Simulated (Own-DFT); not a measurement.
## Calculated data, Si7Ge (diamond-structure random alloy, atoms displaced)

All values are calculated (Own-DFT development build). A calculation, not a measurement: plane-wave PBE density functional theory by an unreviewed code, no spin, of a simulated periodic cell, stress positive in tension, free energy of the whole cell less one offset for each atom, forces on such cells passed a denser k mesh, this cell's mesh not checked; offsets are fitted by least squares, one for each functional and potential file, so energies compare only between cells with the same atoms and settings and are not formation energies; the far tail of each file's local potential was reset to the Coulomb form; each entry is a single point on an unrelaxed cell, so the pressure reflects the starting lattice, mostly measured values, from which strain is counted, and rises with the displacements; printed positions are rounded, which can move forces by about a meV/angstrom; the program is a retired in-house code; no spin-orbit coupling.

Entry: Si7Ge (diamond-structure random alloy, atoms displaced)

```cif
# cell vector a (Å): 10.9187 0.0000 0.0000
# cell vector b (Å): 0.0000 10.9187 0.0000
# cell vector c (Å): 0.0000 0.0000 10.9187
data_Si7Ge
_symmetry_space_group_name_H-M 'P 1'
_symmetry_Int_Tables_number 1
_cell_length_a 10.9187
_cell_length_b 10.9187
_cell_length_c 10.9187
_cell_angle_alpha 90.000
_cell_angle_beta 90.000
_cell_angle_gamma 90.000
_cell_volume 1301.71
loop_
_atom_site_label
_atom_site_type_symbol
_atom_site_fract_x
_atom_site_fract_y
_atom_site_fract_z
_atom_site_occupancy
Si1 Si 0.99752 0.00128 0.99644 1
Si2 Si 0.99750 0.25389 0.25040 1
Si3 Si 0.25327 0.00223 0.25182 1
Ge1 Ge 0.24807 0.24901 0.99813 1
Si4 Si 0.12280 0.12363 0.12481 1
Si5 Si 0.11974 0.37729 0.37531 1
Si6 Si 0.37085 0.12087 0.37606 1
Ge2 Ge 0.37751 0.37058 0.12920 1
Si7 Si 0.99617 0.00056 0.49873 1
Si8 Si 0.99728 0.25372 0.75070 1
Si9 Si 0.25053 0.99961 0.74809 1
Si10 Si 0.25301 0.24576 0.49529 1
Si11 Si 0.12184 0.12334 0.62624 1
Si12 Si 0.12326 0.37276 0.87844 1
Si13 Si 0.37896 0.12746 0.87225 1
Si14 Si 0.36897 0.37573 0.63317 1
Si15 Si 0.00419 0.49625 0.00117 1
Ge3 Ge 0.99959 0.75373 0.25017 1
Si16 Si 0.24750 0.50193 0.24598 1
Si17 Si 0.25209 0.74829 0.00295 1
Si18 Si 0.12466 0.62264 0.12946 1
Si19 Si 0.12644 0.87588 0.37831 1
Si20 Si 0.37221 0.62864 0.37296 1
Ge4 Ge 0.37825 0.87901 0.12647 1
Si21 Si 0.99857 0.50211 0.49812 1
Si22 Si 0.00180 0.74962 0.74779 1
Si23 Si 0.24645 0.49870 0.75110 1
Ge5 Ge 0.24905 0.74935 0.49854 1
Si24 Si 0.12158 0.62741 0.62172 1
Si25 Si 0.13022 0.87133 0.87673 1
Si26 Si 0.37775 0.62573 0.87271 1
Si27 Si 0.38118 0.87370 0.62418 1
Ge6 Ge 0.50036 0.00187 0.00166 1
Si28 Si 0.49622 0.24997 0.24792 1
Si29 Si 0.74544 0.00067 0.24869 1
Si30 Si 0.74751 0.24920 0.00141 1
Si31 Si 0.62692 0.12085 0.12714 1
Si32 Si 0.62822 0.37701 0.37153 1
Si33 Si 0.87700 0.12550 0.37468 1
Si34 Si 0.87391 0.37998 0.12418 1
Si35 Si 0.50166 0.00184 0.49748 1
Si36 Si 0.49783 0.24759 0.74962 1
Si37 Si 0.75262 0.00341 0.74709 1
Si38 Si 0.75078 0.24758 0.49773 1
Si39 Si 0.62674 0.12447 0.62836 1
Si40 Si 0.62501 0.37221 0.87243 1
Si41 Si 0.87737 0.12834 0.87553 1
Si42 Si 0.87461 0.36880 0.62361 1
Si43 Si 0.50250 0.50265 0.99983 1
Si44 Si 0.49880 0.75177 0.24736 1
Si45 Si 0.75065 0.49891 0.24744 1
Si46 Si 0.75112 0.74933 0.99985 1
Ge7 Ge 0.62509 0.62916 0.12572 1
Si47 Si 0.62380 0.87357 0.37290 1
Si48 Si 0.87331 0.62335 0.36941 1
Ge8 Ge 0.87595 0.87730 0.12303 1
Si49 Si 0.50317 0.49456 0.49835 1
Si50 Si 0.49786 0.75324 0.75329 1
Si51 Si 0.74821 0.50269 0.74810 1
Si52 Si 0.74780 0.75314 0.49976 1
Si53 Si 0.62490 0.62765 0.62199 1
Si54 Si 0.62770 0.87576 0.87645 1
Si55 Si 0.87714 0.62929 0.87769 1
Si56 Si 0.87200 0.86864 0.62555 1
```

Settings of this run: functional PBE, potential files PseudoDojo norm-conserving, scalar-relativistic, standard set, wave cutoff 42 hartree, occupations Fermi-Dirac, smearing width 0.1 eV and k mesh 3 x 3 x 3 centred on Gamma.

The calculation gives: free energy of cell above offsets -5.124 eV; pressure 2.23 GPa; stress xx -2.24 GPa; stress yy -2.22 GPa; stress zz -2.25 GPa; stress yz 0.35 GPa; stress xz -0.24 GPa; stress xy 0.53 GPa.

Force:
```
element  x (eV/Å)  y (eV/Å)  z (eV/Å)
     Si     0.896    -0.068     -0.16
     Si     0.079     -0.27    -0.301
     Si    -1.174     -0.28    -0.123
     Ge     0.262     -0.49     0.117
     Si     -0.21    -0.069     0.367
     Si      0.91    -0.152     -0.09
     Si     1.055     0.553    -0.202
     Ge    -0.497     1.326    -0.919
     Si     0.197     -0.45     0.465
     Si     0.555    -0.445    -0.014
     Si     0.315     -0.12     0.127
     Si    -0.969     0.788     0.926
     Si     0.165     0.309    -0.235
     Si    -0.088     0.415    -0.827
     Si    -0.751    -0.595    -0.078
     Si     0.677      -0.5    -1.336
     Si    -0.505     0.864    -0.017
     Ge     0.455    -0.459     0.368
     Si     0.261    -0.387     1.097
     Si    -0.141    -0.402    -0.096
     Si     0.007     0.358    -0.981
     Si    -0.184     0.832    -0.412
     Si     0.716    -1.087    -0.286
     Ge    -0.851    -0.547      0.07
     Si    -0.423    -0.254     0.272
     Si    -0.043     0.169     0.518
     Si    -0.381     0.692     0.279
     Ge     0.364     0.282     0.518
     Si     0.137    -0.779     0.462
     Si    -0.425     0.433    -0.222
     Si    -0.527     -0.27     0.373
     Si    -0.538     0.577     0.012
     Ge     0.519     0.283    -0.838
     Si      1.22    -1.062     1.188
     Si     0.735    -0.126     0.754
     Si     0.301     0.121     0.003
     Si    -0.361     1.162    -0.018
     Si    -0.305    -0.756     0.084
     Si    -0.502    -0.137    -0.412
     Si     0.019    -0.782    -0.237
     Si     0.149    -0.231     0.323
     Si     0.409     0.533    -0.192
     Si     0.119    -0.578      0.63
     Si     -0.27     0.048     0.077
     Si    -0.334     0.252    -0.771
     Si    -0.096     0.417     0.173
     Si    -0.493    -0.034     -0.14
     Si    -0.266     1.172    -0.119
     Si    -0.187    -0.602    -0.446
     Si         0    -0.141     0.958
     Si    -0.063     0.267     0.168
     Si     0.048     0.365     -0.37
     Ge     0.108    -0.429    -0.093
     Si    -0.053     0.286      0.07
     Si    -0.278     0.238     0.854
     Ge    -0.661     0.342    -0.214
     Si     -0.79     0.689     0.321
     Si     0.811     -0.28     -0.37
     Si     0.488    -0.239     0.112
     Si     0.156    -0.692    -0.528
     Si     -0.45     -0.14     0.291
     Si     0.174      0.03    -0.423
     Si     0.114    -0.875    -0.379
     Si     0.393     0.925    -0.127
```
